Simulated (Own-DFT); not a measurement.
# What random displacements cost in monoclinic HfO2, 96 atoms (Hf32O64)

Calculated results; nothing here was measured. The program, named Own-DFT, is a retired in-house plane-wave density functional code that no person has reviewed. Each row is one single-point run on a periodic cell that was not relaxed, without spin or spin-orbit coupling.

Settings of every run: PBEsol; PseudoDojo norm-conserving scalar-relativistic files, made for PBE; cutoff 72 hartree; 2 x 2 x 2 k mesh centred on Gamma; Fermi-Dirac smearing of 0.1 eV.

Known limits, some of them of some rows only: some atoms lie very close together; hafnium file: forces about 75 meV/angstrom off all-electron values; oxygen file: force components 24 meV/angstrom off all-electron in a glass; forces on such cells passed a denser k mesh, each cell not checked; stress not checked against mesh or cutoff.

Cell vectors in Å: (10.234, 0.000, 0.000); (0.000, 10.350, 0.000); (-1.696, 0.000, 10.445). In each run every atom was moved at random and independently from its ideal site; u is the rms move along one axis. E is the free energy for each atom above the fitted value at u = 0, and F the rms of the force components.

```
run   u (Å)  E (meV/atom)  F (eV/Å)  largest force (eV/Å)  P (GPa)
  1  0.0198           8.7     0.399                  1.71    -2.69
  2  0.0198           9.8     0.443                  1.75    -2.46
  3  0.0492          57.4     1.021                  4.02    -0.45
  4  0.0514          55.5     0.980                  3.83    -1.26
  5  0.0514          65.2     1.077                  3.68    -0.46
  6  0.0757             ?         ?                     ?        ?
  7  0.0775         146.1     1.688                  7.03     2.51
  8  0.0853         168.1     1.796                  7.59     2.52
  9  0.1245         446.3     3.572                 18.91    14.68
```

## Worked fit

For small independent moves the energy grows as E = (3/2) K u², with K the mean stiffness felt by one atom. The runs with u up to 0.11 Å give K = 15.6 ± 0.5 eV/Å², with residuals divided by u² + 0.0006 Å², since the noise grows with the moves. The scatter is 3.5 meV/atom at u = 0.05 Å. The forces follow F = G u with G = 20.9 eV/Å²; no force at u = 0 is resolved. G exceeds K because the moves of its neighbours add to the force on an atom, and stiffness differs between atoms. The pressure follows P = -2.80 + 794 u² GPa: at fixed volume, shortened bonds push harder than stretched ones pull.

## Withheld run

Question: what energy and rms force should run 6 give?

The fit gives 134 ± 8 meV/atom and about 1.58 eV/Å. The calculation gave 153.7 meV/atom and 1.910 eV/Å.
